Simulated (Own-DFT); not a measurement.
# What random displacements cost in beta-Si3N4, 42 atoms (N24Si18)

All numbers below are calculated, not measured. The program, named Own-DFT, is a retired in-house plane-wave density functional code that no person has reviewed. Each row is one single-point run on a periodic cell that was not relaxed, without spin or spin-orbit coupling.

Settings of every run: PBEsol; PseudoDojo norm-conserving scalar-relativistic files, made for PBE; cutoff 42 hartree; 3 x 3 x 3 k mesh centred on Gamma; Fermi-Dirac smearing of 0.1 eV.

Known limits, some of them of some rows only: some atoms lie very close together; forces on such cells passed a denser k mesh, each cell not checked; stress not checked against mesh or cutoff.

Cell vectors in Å: (7.606, 0.000, 0.000); (-3.803, 6.587, 0.000); (0.000, 0.000, 8.727). In each run every atom was moved at random and independently from its ideal site; u is the rms move along one axis. E is the free energy for each atom above the fitted value at u = 0, and F the rms of the force components.

| run | u (Å) | E (meV/atom) | F (eV/Å) | largest force (eV/Å) | P (GPa) |
|---|---|---|---|---|---|
| 1 | 0.0192 | 18.3 | 0.851 | 2.51 | 3.12 |
| 2 | 0.0203 | 17.5 | 0.844 | 3.37 | 3.01 |
| 3 | 0.0214 | 24.6 | 0.971 | 3.05 | 3.09 |
| 4 | 0.0467 | ? | ? | ? | ? |
| 5 | 0.0518 | 99.0 | 1.968 | 7.62 | 5.22 |
| 6 | 0.0981 | 458.2 | 4.538 | 15.98 | 15.66 |
| 7 | 0.1025 | 567.1 | 6.065 | 31.08 | 17.65 |
| 8 | 0.1056 | 514.0 | 4.762 | 18.43 | 16.21 |
| 9 | 0.1443 | 942.5 | 7.404 | 31.62 | 24.58 |

## Worked fit

For small independent moves the energy grows as E = (3/2) K u², with K the mean stiffness felt by one atom. The runs with u up to 0.11 Å give K = 31.3 ± 2.0 eV/Å², with residuals divided by u² + 0.0006 Å², since the noise grows with the moves. The scatter is 15.5 meV/atom at u = 0.05 Å. The forces follow F = G u with G = 46.1 eV/Å²; no force at u = 0 is resolved. G exceeds K because the moves of its neighbours add to the force on an atom, and stiffness differs between atoms. At u = 0.144 Å the parabola gives 978 meV/atom and the run 942. The pressure follows P = 2.35 + 1348 u² GPa: at fixed volume, shortened bonds push harder than stretched ones pull.

## Withheld run

Question: what energy and rms force should run 4 give?

The fit gives 102 ± 15 meV/atom and about 2.15 eV/Å. The calculation gave 80.9 meV/atom and 1.573 eV/Å. This run lies off the fit, by chance or by something that the fit leaves out.
